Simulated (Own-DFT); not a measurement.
# An alloy series: diamond-structure SiGe

These are calculations, not measurements. They come from Own-DFT, an in-house plane-wave density functional program, since retired, whose code no person has reviewed. Each row is one single-point run on a periodic cell that was not relaxed, without spin or spin-orbit coupling.

Settings of every run: PBE; PseudoDojo norm-conserving scalar-relativistic files; cutoff 42 hartree; 5 x 5 x 5 k mesh centred on Gamma; Fermi-Dirac smearing of 0.1 eV.

Known limits, some of them of some rows only: forces on such cells failed a check on a denser k mesh; forces on such cells moved up to 12 meV/angstrom on a denser k mesh; forces on such cells passed a denser k mesh, each cell not checked; stress not checked against mesh or cutoff.

Each cell has 16 atoms, with Ge and Si placed at random on their shared sites; x is the share of Ge. Lattice constants follow the straight line between measured values of the end members, and atoms start on the ideal sites of that lattice. Every atom was also moved at random, by a Gaussian of width 0.03 Å on each axis. u is the rms move along one axis. dE is the free energy for each Ge or Si site above the straight-line part, a + b x, of the fit below.

```
    x     cell   u (Å)  volume (Å³/atom)  P (GPa)  dE (meV/site)
0.125  Ge2Si14  0.0383            20.340     2.43           23.1
0.125  Ge2Si14  0.0294            20.340     2.18            1.7
0.125  Ge2Si14  0.0274            20.340     2.25            5.6
0.125  Ge2Si14  0.0329            20.340     2.34           14.0
0.250  Ge4Si12  0.0339            20.659        ?              ?
0.500   Ge8Si8  0.0330            21.306     2.90           22.7
0.500   Ge8Si8  0.0302            21.306     2.71           12.9
0.500   Ge8Si8  0.0336            21.306     2.80           14.9
0.500   Ge8Si8  0.0288            21.306     2.72           18.0
0.750  Ge12Si4  0.0247            21.966     3.29            7.2
0.750  Ge12Si4  0.0293            21.966     3.37           18.9
0.750  Ge12Si4  0.0309            21.966     3.39           17.6
0.750  Ge12Si4  0.0261            21.966     3.31           13.9
0.875  Ge14Si2  0.0281            22.302     3.61            2.5
0.875  Ge14Si2  0.0282            22.302     3.65            5.1
0.875  Ge14Si2  0.0323            22.302     3.75           11.3
0.875  Ge14Si2  0.0288            22.302     3.60           -0.3
```

## Worked fit

Fit E = a + b x + W x (1 - x) + k (u² - 0.03²) to the rows shown. It gives W = 70 ± 20 meV/site and k = 22 ± 6 eV/Å², with a scatter of 4.7 meV/site. Part of W is bond strain that relaxing the atoms would remove. The pressures follow P = 2.22 + 0.46 x + 1.35 x² GPa, with a scatter of 0.08.

## Withheld member

Question: what pressure and dE should the cell at x = 0.250 give?

The fits give 2.4 GPa and 18 meV/site. The calculation gave 2.47 GPa and 22.0 meV/site.
